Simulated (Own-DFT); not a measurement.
# Response to strain: wurtzite AlN, 72 atoms (Al36N36)

All numbers below are calculated, not measured. They come from Own-DFT, an in-house plane-wave density functional program, since retired, whose code no person has reviewed. Each row is one single-point run on a periodic cell that was not relaxed, without spin or spin-orbit coupling.

Settings of every run: PBE; PseudoDojo norm-conserving scalar-relativistic files; cutoff 42 hartree; 4 x 4 x 3 k mesh centred on Gamma; Gaussian smearing of 0.01 eV.

Known limits: k mesh not checked against a denser one; stress not checked against mesh or cutoff.

Unstrained cell vectors in Å: (9.336, 0.000, 0.000); (-4.668, 8.085, 0.000); (0.000, 0.000, 9.964). The unstrained cell has measured lattice constants (interpolated for alloys), not those of this functional. That, the random moves and any unrelaxed bonds set the pressure at no strain. Each run strains this cell uniformly, with the atoms carried along. Every atom was also moved at random, by a Gaussian of width 0.05 Å on each axis. Strain is the symmetric tensor, in per cent. Stress is positive in tension, and the pressure is minus a third of its trace.

| run | e_xx (%) | e_yy (%) | e_zz (%) | e_yz (%) | e_xz (%) | e_xy (%) | s_xx (GPa) | s_yy (GPa) | s_zz (GPa) | s_yz (GPa) | s_xz (GPa) | s_xy (GPa) | P (GPa) | E (meV/atom) |
|---|---|---|---|---|---|---|---|---|---|---|---|---|---|---|
| 1 | 1.28 | 0.32 | 0.74 | -0.63 | 1.84 | -0.30 | -0.48 | -1.45 | -0.39 | -1.88 | 4.38 | -0.56 | 0.77 | 1.1 |
| 2 | 0.53 | -1.19 | -1.06 | -1.93 | -1.75 | 1.35 | -4.16 | -12.69 | -13.65 | -5.47 | -4.94 | 4.63 | 10.17 | 37.3 |
| 3 | -1.25 | 0.05 | 1.46 | -1.47 | 0.10 | 1.46 | -9.91 | -7.87 | 0.81 | -4.50 | -0.38 | 4.98 | 5.66 | 18.4 |
| 4 | 0.57 | 0.08 | 1.13 | 1.11 | 0.28 | 0.75 | -1.83 | -5.63 | 0.37 | 3.94 | 0.60 | 1.67 | 2.36 | 8.7 |
| 5 | -1.23 | -1.97 | -1.01 | -1.82 | -0.14 | -0.22 | -15.30 | -16.16 | -15.64 | -4.52 | 0.43 | -1.79 | 15.70 | 43.1 |
| 6 | 0.80 | -0.91 | -0.48 | -1.41 | 1.27 | -1.38 | -3.74 | -8.73 | -8.07 | -3.81 | 3.86 | -4.42 | 6.85 | 5.8 |
| 7 | 1.36 | -1.20 | -1.18 | -0.15 | 1.55 | 0.69 | -2.80 | -9.78 | -10.75 | -1.67 | 4.37 | 4.64 | 7.78 | 12.2 |
| 8 | -0.25 | -1.97 | 0.50 | 1.96 | 0.45 | 0.74 | -6.14 | -17.07 | -7.60 | 5.34 | 1.53 | 2.92 | 10.27 | 36.7 |
| 9 | 1.42 | 0.64 | -1.73 | 1.23 | 1.06 | 0.13 | 0.60 | -3.41 | -12.38 | 3.28 | 3.42 | 0.40 | 5.07 | 17.1 |
| 10 | -1.49 | -0.58 | 0.00 | 0.36 | 1.04 | -1.15 | -14.48 | -12.02 | -5.56 | 0.52 | 2.04 | -5.10 | 10.69 | 27.8 |
| 11 | 1.67 | -0.40 | -1.83 | 1.79 | -1.84 | -0.30 | -0.09 | -7.15 | -14.95 | 4.13 | -5.69 | 0.30 | 7.40 | 30.0 |
| 12 | -1.87 | -1.59 | -1.70 | 0.09 | 0.14 | 0.93 | -15.71 | -19.71 | -17.27 | -0.68 | 0.89 | 2.14 | 17.56 | 30.1 |
| 13 | 1.54 | 1.55 | 1.59 | -1.63 | 0.45 | 1.45 | 2.17 | 3.65 | 4.20 | -4.01 | 1.34 | 4.17 | -3.34 | 2.8 |
| 14 | -0.43 | -1.67 | 0.04 | -0.69 | -0.44 | 0.71 | -8.99 | -13.84 | -7.03 | -2.25 | -0.98 | 3.21 | 9.95 | 0.0 |
| 15 | -0.59 | -1.70 | -1.80 | -1.84 | 1.82 | 0.40 | -13.24 | -16.32 | -16.37 | -5.25 | 5.10 | -0.38 | 15.31 | 49.5 |
| 16 | 0.85 | 0.56 | -0.36 | -0.19 | 0.60 | -0.26 | -0.78 | -4.11 | -6.77 | -0.50 | 1.99 | -1.62 | 3.88 | 9.1 |
| 17 | -0.85 | 1.56 | -0.43 | -1.35 | -1.13 | 0.93 | -11.86 | -0.42 | -5.26 | -3.78 | -3.21 | 4.81 | 5.85 | 19.0 |
| 18 | -0.96 | 0.99 | -0.91 | 1.97 | -0.27 | -1.07 | ? | ? | ? | ? | ? | ? | ? | ? |

E is the free energy for each atom above the lowest run shown.

## Worked fit

Each stress component was fitted by least squares to a constant and the strains of the runs shown, as fractions, with shears doubled. Shear strains stay in the fit of a normal stress only where such slopes are resolved. The slopes, in GPa:

| stress | at no strain | per e_xx | per e_yy | per e_zz | scatter |
|---|---|---|---|---|---|
| s_xx | -6.4 | 482 ± 33 | 27 ± 36 | 100 ± 34 | 1.42 |
| s_yy | -6.8 | 168 ± 27 | 441 ± 30 | 68 ± 28 | 1.18 |
| s_zz | -5.6 | 39 ± 26 | 157 ± 29 | 478 ± 27 | 1.13 |

Each shear stress against twice its own strain: yz 134 ± 6, xz 142 ± 6, xy 175 ± 20 GPa. These are stiffnesses along x, y and z of the frame in which the cell vectors are given, which need not be the crystal's axes. The atoms are held to the strained lattice; where symmetry lets them move under strain, relaxing them would lower some slopes. The table should be nearly symmetric about its diagonal, and what it lacks of that shows the noise. A ninth of its sum, 218 ± 4 GPa, estimates the bulk modulus near the mean pressure of these runs, 7.8 GPa, so it lies above the value at zero pressure.

## Withheld run

Question: what normal stresses and pressure should run 18 give?

The fit gives s_xx = -11.6, s_yy = -4.6, s_zz = -8.7 and P = 8.3 GPa. The calculation gave -9.38, -4.51, -12.45 and P = 8.78 GPa.
